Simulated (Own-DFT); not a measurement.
# A change of arrangement and its cost: Ga48P48, 96 atoms

All numbers below are calculated, not measured. The program, named Own-DFT, is a retired in-house plane-wave density functional code that no person has reviewed. Each row is one single-point run on a periodic cell that was not relaxed, without spin or spin-orbit coupling.

Settings of every run: PBE; PseudoDojo norm-conserving scalar-relativistic files; cutoff 42 hartree; 2 x 3 x 3 k mesh centred on Gamma; Fermi-Dirac smearing of 0.1 eV.

Known limits, some of them of some rows only: not probed for a lower state with spin; forces on such cells failed a check on a denser k mesh; forces on such cells passed a denser k mesh, each cell not checked; stress not checked against mesh or cutoff.

All cells hold the same atoms in the same cell, with vectors in Å (16.352, 0.000, 0.000); (0.000, 10.901, 0.000); (0.000, 0.000, 10.901). Every atom was moved at random from its ideal site; u is the rms move along one axis. The defect's site can differ from row to row. E is the free energy of the cell above the lowest run. The arrangements:

- A: zincblende GaP
- B: zincblende GaP, with one Ga on a P site and one P on a Ga site, 2.4 Å apart

```
arrangement   u (Å)  E (eV)  P (GPa)
          A  0.0189   0.000     2.69
          A  0.0206   0.168     2.71
          A  0.0209   0.285     2.73
          A  0.0469   3.544     3.23
          A  0.0512   4.121     3.35
          A  0.0520   4.110     3.31
          B  0.0285   4.120     2.96
          B  0.0290   3.938     2.92
          B  0.0311   4.214     2.96
          B  0.0486   6.880     3.38
          B  0.0489   6.454     3.29
          B  0.0503   6.713     3.40
```

Question: once the cost of the random moves is taken out, how do the arrangements rank?

## Worked answer

Fit E = a + b u², with one b for all and one a for each arrangement, and with residuals divided by u², since the noise grows with the moves. Then b = 1761 eV/Å², the scatter at u = 0.04 Å is 0.21 eV, and against A:

- B: 3.11 ± 0.08 eV (higher)

These are energies of unrelaxed cells. Relaxing the atoms lowers the strained arrangements most, so the gaps would shrink and small ones could change sign.
